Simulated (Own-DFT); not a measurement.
# Misfit strain and the stress it brings: diamond-structure SiGeSn with randomly placed atoms, 64 atoms (Ge40Si16Sn8)

Calculated, not measured: single-point runs of Own-DFT, a retired in-house plane-wave DFT program that no person has reviewed, on unrelaxed cells, without spin or spin-orbit coupling.

Settings: PBE; PseudoDojo norm-conserving scalar-relativistic files; cutoff 49 hartree; 3 x 3 x 3 k mesh centred on Gamma; Fermi-Dirac smearing of 0.1 eV.

Keep in mind: forces on such cells moved up to 12 meV/angstrom on a denser k mesh; stress not checked against mesh or cutoff.

Unstrained cell vectors in Å: (11.410, 0.000, 0.000); (0.000, 11.410, 0.000); (0.000, 0.000, 11.410). The unstrained cell has measured lattice constants (interpolated for alloys), not those of this functional. That, the random moves and any unrelaxed bonds set the pressure at no strain. Each run strains x and y alike by e, as a substrate would, and holds the height along z. Random moves of width 0.05 Å per axis were added to every atom. The random placing of the alloy's atoms differs from row to row. Stress is positive in tension.

```
e (%),u (Å),(s_xx + s_yy)/2 (GPa),s_zz (GPa)
-2.00,0.049,-8.67,-7.58
-2.00,0.053,-8.64,-7.32
-1.75,0.049,-8.29,-7.07
-1.75,0.045,-7.95,-6.68
-0.75,0.046,-6.15,-5.42
-0.75,0.051,-6.31,-5.64
-0.50,0.047,-5.71,-5.27
-0.50,0.051,-5.70,-5.40
0.25,0.052,-4.22,-4.41
0.50,0.056,-4.10,-4.15
0.50,0.048,-3.71,-4.08
1.00,0.048,?,?
1.25,0.047,-2.61,-3.32
1.25,0.051,-2.68,-3.27
```

## Worked fit

With e as a fraction, the in-plane stress is -4.8 + 181 e - 626 e² GPa (errors 4 and 339, scatter 0.13), and s_zz is -4.7 + 118 e - 834 e² GPa (slope ± 5, scatter 0.14). At e = 0 the first slope is C11 + C12 and the second 2 C12, both with the ions held to the strained lattice and at the cell's own pressure. A free layer would change its height as e changes, and the in-plane slope would drop by 2 C12²/C11 to the biaxial modulus. At fixed height, a misfit of 1 % moves the in-plane stress by about 1.8 GPa and s_zz by 1.2 GPa.

## Prediction

Question: what are the two stresses at e = 1.00 %?

From the fit: -3.0 and -3.6 GPa. DFT gave -2.85 and -3.50 GPa.
